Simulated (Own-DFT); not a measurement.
# Stretching a layer in its plane: wurtzite AlGaN with randomly placed atoms, 72 atoms (Al9Ga27N36)

No measurement is shown. These are fixed-geometry runs of a retired plane-wave code named Own-DFT, which no person has reviewed; spin and spin-orbit coupling are neglected.

Common settings: PBE; PseudoDojo norm-conserving scalar-relativistic files (stringent for Ga); cutoff 96 hartree; 4 x 4 x 3 k mesh centred on Gamma; Gaussian smearing of 0.01 eV.

Caveats: forces on such cells passed a denser k mesh, each cell not checked; stress not checked against mesh or cutoff.

Unstrained cell vectors in Å: (9.509, 0.000, 0.000); (-4.755, 8.235, 0.000); (0.000, 0.000, 10.268). The unstrained cell has measured lattice constants (interpolated for alloys), not those of this functional. That, the random moves and any unrelaxed bonds set the pressure at no strain. Each run strains x and y alike by e, as a substrate would, and holds the height along z. Random moves of width 0.05 Å per axis were added to every atom. The random placing of the alloy's atoms differs from row to row. Stress is positive in tension.

```
e (%)  u (Å)  (s_xx + s_yy)/2 (GPa)  s_zz (GPa)
-3.00  0.054                 -26.96      -12.29
-2.75  0.053                 -24.67      -11.47
-2.50  0.050                 -22.95      -10.98
-2.25  0.055                 -22.06      -11.38
-1.75  0.045                 -17.15       -9.42
-0.50  0.050                      ?           ?
 0.50  0.051                  -4.66       -6.33
 1.50  0.047                   0.95       -5.38
 2.25  0.051                   2.88       -3.76
 2.50  0.050                   3.96       -0.80
```

## Fit

With e as a fraction, the in-plane stress is -6.9 + 541 e - 4297 e² GPa (errors 9 and 784, scatter 0.54), and s_zz is -6.9 + 175 e GPa (slope ± 14, scatter 0.90). At e = 0 the first slope is C11 + C12 and the second 2 C13, both with the ions held to the strained lattice and at the cell's own pressure. The term in e² is negative: the layer stiffens under compression and softens under tension. A free layer would change its height as e changes, and the in-plane slope would drop by 2 C13²/C33 to the biaxial modulus. At fixed height, a misfit of 1 % moves the in-plane stress by about 5.4 GPa and s_zz by 1.7 GPa.

## Test on the hidden row

Q: what are the two stresses at e = -0.50 %?

From the fit: -9.7 and -7.8 GPa. Computed: -10.10 and -8.19 GPa.
